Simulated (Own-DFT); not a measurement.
# How strain changes the stress of C40 NbSi2, 36 atoms (Nb12Si24)

All numbers below are calculated, not measured. The program, named Own-DFT, is a retired in-house plane-wave density functional code that no person has reviewed. Each row is one single-point run on a periodic cell that was not relaxed, without spin or spin-orbit coupling.

Settings of every run: PBE; PseudoDojo norm-conserving scalar-relativistic files; cutoff 42 hartree; 4 x 4 x 5 k mesh centred on Gamma; cold (Marzari-Vanderbilt) smearing of 0.2 eV.

Known limits: forces on such cells failed a check on a denser k mesh; stress not checked against mesh or cutoff.

Unstrained cell vectors in Å: (0.000, 8.324, 0.000); (-9.613, 0.000, 0.000); (0.000, 0.000, 6.586). The unstrained cell was taken from the Materials Project. The random moves and any unrelaxed bonds add to the pressure at no strain. Each run strains this cell uniformly, with the atoms carried along. Every atom was also moved at random, by a Gaussian of width 0.05 Å on each axis. Strain is the symmetric tensor, in per cent. Stress is positive in tension, and the pressure is minus a third of its trace.

| run | e_xx (%) | e_yy (%) | e_zz (%) | e_yz (%) | e_xz (%) | e_xy (%) | s_xx (GPa) | s_yy (GPa) | s_zz (GPa) | s_yz (GPa) | s_xz (GPa) | s_xy (GPa) | P (GPa) | E (meV/atom) |
|---|---|---|---|---|---|---|---|---|---|---|---|---|---|---|
| 1 | -1.09 | -0.52 | -1.43 | 1.63 | -1.55 | -0.30 | -7.99 | -6.46 | -13.23 | 5.13 | -6.00 | -1.05 | 9.23 | 30.4 |
| 2 | -0.14 | 1.38 | -0.40 | -1.05 | 0.49 | 1.41 | -2.04 | 1.73 | -5.14 | -2.31 | 1.91 | 4.08 | 1.81 | 12.4 |
| 3 | 1.05 | -0.68 | 0.07 | -1.78 | -1.58 | 1.04 | 1.12 | -3.82 | -4.34 | -5.86 | -4.45 | 2.75 | 2.35 | 16.3 |
| 4 | -0.77 | 1.96 | -0.94 | -1.16 | 0.07 | -0.83 | -4.97 | 2.90 | -6.83 | -3.08 | -0.03 | -2.42 | 2.97 | 10.4 |
| 5 | -1.66 | -0.94 | -1.92 | -0.12 | 1.16 | 1.09 | -11.11 | -8.71 | -15.98 | -0.30 | 4.26 | 3.47 | 11.93 | 23.9 |
| 6 | 1.64 | -0.31 | -0.36 | -0.97 | -0.24 | 1.54 | 2.24 | -2.98 | -4.51 | -2.80 | -0.57 | 4.48 | 1.75 | 14.8 |
| 7 | -0.07 | 1.41 | -1.94 | 0.85 | -0.06 | 1.17 | -3.43 | 1.51 | -12.18 | 3.74 | -0.07 | 3.32 | 4.70 | 11.9 |
| 8 | -0.01 | 0.35 | 1.58 | 1.91 | 0.43 | 1.08 | -1.26 | -0.28 | 2.90 | 5.96 | 1.21 | 3.32 | -0.45 | 15.3 |
| 9 | -1.31 | 0.51 | 1.74 | -0.31 | -0.47 | 1.87 | -5.91 | -0.99 | 3.05 | -1.14 | -1.58 | 5.36 | 1.28 | 25.2 |
| 10 | 0.47 | 0.81 | -0.13 | 0.93 | -1.82 | 0.72 | -1.26 | 0.44 | -3.13 | 2.16 | -5.74 | 2.54 | 1.31 | 16.8 |
| 11 | -0.61 | -1.73 | -1.16 | 0.48 | 1.10 | -0.99 | -7.31 | -10.38 | -12.25 | 2.10 | 4.15 | -3.69 | 9.98 | 27.0 |
| 12 | -0.14 | 0.85 | -0.45 | 0.48 | -1.25 | -0.66 | -2.28 | -0.05 | -5.12 | 1.16 | -4.15 | -1.99 | 2.48 | 0.0 |
| 13 | -1.67 | 1.64 | 0.77 | -0.89 | 1.06 | -1.22 | -7.42 | 2.36 | -0.62 | -2.48 | 2.83 | -3.80 | 1.89 | 20.6 |
| 14 | 0.43 | 0.24 | 1.18 | 0.05 | -1.16 | 1.61 | -0.39 | -0.88 | 2.47 | 0.04 | -3.20 | 4.68 | -0.40 | 6.9 |
| 15 | 1.38 | -1.48 | -1.76 | 0.32 | 0.13 | 0.93 | 0.20 | -8.61 | -13.17 | 1.13 | 0.49 | 2.48 | 7.19 | 25.3 |
| 16 | -0.29 | 1.90 | -1.75 | 0.82 | 0.39 | 1.98 | ? | ? | ? | ? | ? | ? | ? | ? |

E is the free energy for each atom above the lowest run shown.

## Worked fit

Each stress component was fitted by least squares to a constant and the strains of the runs shown, as fractions, with shears doubled. Shear strains stay in the fit of a normal stress only where such slopes are resolved. The slopes, in GPa:

| stress | at no strain | per e_xx | per e_yy | per e_zz | scatter |
|---|---|---|---|---|---|
| s_xx | -2.8 | 368 ± 12 | 73 ± 11 | 71 ± 10 | 0.44 |
| s_yy | -2.8 | 80 ± 7 | 366 ± 7 | 64 ± 6 | 0.28 |
| s_zz | -4.4 | 102 ± 12 | 122 ± 11 | 468 ± 10 | 0.44 |

Each shear stress against twice its own strain: yz 156 ± 5, xz 166 ± 6, xy 153 ± 4 GPa. These are stiffnesses along x, y and z of the frame in which the cell vectors are given, which need not be the crystal's axes. The atoms are held to the strained lattice; where symmetry lets them move under strain, relaxing them would lower some slopes. The table should be nearly symmetric about its diagonal, and what it lacks of that shows the noise. A ninth of its sum, 190 ± 3 GPa, estimates the bulk modulus near the mean pressure of these runs, 3.9 GPa, so it lies above the value at zero pressure.

## Withheld run

Question: what normal stresses and pressure should run 16 give?

The fit gives s_xx = -3.7, s_yy = 2.8, s_zz = -10.5 and P = 3.8 GPa. The calculation gave -3.81, 2.79, -10.33 and P = 3.79 GPa.
